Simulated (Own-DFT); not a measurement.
# Point defects and the pressure they add: zincblende GaAs

Source: density functional calculations with Own-DFT, an unreviewed in-house program that is no longer used. Nothing was measured or relaxed, and spin and spin-orbit coupling are left out.

Method: PBE; PseudoDojo norm-conserving scalar-relativistic files; cutoff 42 hartree; 3 x 3 x 3 k mesh centred on Gamma; Fermi-Dirac smearing of 0.1 eV.

Limits (not all hold for every row): not probed for a lower state with spin; forces not confirmed at this smearing and k mesh; stress not checked against mesh or cutoff.

All runs share one cell, with vectors in Å (10.862, 0.000, 0.000); (0.000, 10.862, 0.000); (0.000, 0.000, 11.796) and a volume of 1391.7 Å³, strained against the parent crystal. The atoms are randomly displaced, by u rms on each axis. The defect's site can differ from row to row.

```
                             cell     formula   u (Å)  P (GPa)
                        no defect    As32Ga32  0.0309     6.65
                        no defect    As32Ga32  0.0515     7.14
                        no defect    As32Ga32  0.0567     7.07
              one In on a Ga site  As32Ga31In  0.0294     7.40
              one In on a Ga site  As32Ga31In  0.0297     7.43
              one In on a Ga site  As32Ga31In  0.0311     7.49
              one Al on a Ga site  AlAs32Ga31  0.0300     6.63
              one Al on a Ga site  AlAs32Ga31  0.0314     6.70
              one Al on a Ga site  AlAs32Ga31  0.0490     6.97
              one P on an As site   As31Ga32P  0.0295        ?
              one P on an As site   As31Ga32P  0.0313     6.41
              one P on an As site   As31Ga32P  0.0529     6.70
              one P on an As site   As31Ga32P  0.0541     6.71
one As vacancy and one Ga vacancy    As31Ga31  0.0270     5.85
one As vacancy and one Ga vacancy    As31Ga31  0.0493     6.17
one As vacancy and one Ga vacancy    As31Ga31  0.0501     6.41
```

## What the rows give

P = P0 + c u² + a shift for each defect gives P0 = 6.48 GPa, c = 206 ± 27 GPa/Å² and a scatter of 0.08 GPa. The shifts, and each times the cell's volume:

- one In on a Ga site: 0.77 ± 0.07 GPa, 6.7 eV
- one Al on a Ga site: -0.01 ± 0.07 GPa, -0.1 eV (not resolved)
- one P on an As site: -0.34 ± 0.06 GPa, -2.9 eV
- one As vacancy and one Ga vacancy: -0.73 ± 0.07 GPa, -6.3 eV

Against the defect-free cell, a freed cell would be larger where the shift is positive and smaller where it is negative (160.2 GPa Å³ is 1 eV). The atoms around the defects weren't relaxed, which would change these numbers.

## Check

Asked: what pressure belongs in the blank (one P on an As site, u = 0.0295 Å)?

The fit gives 6.33 ± 0.10 GPa. The run itself gave 6.39 GPa.
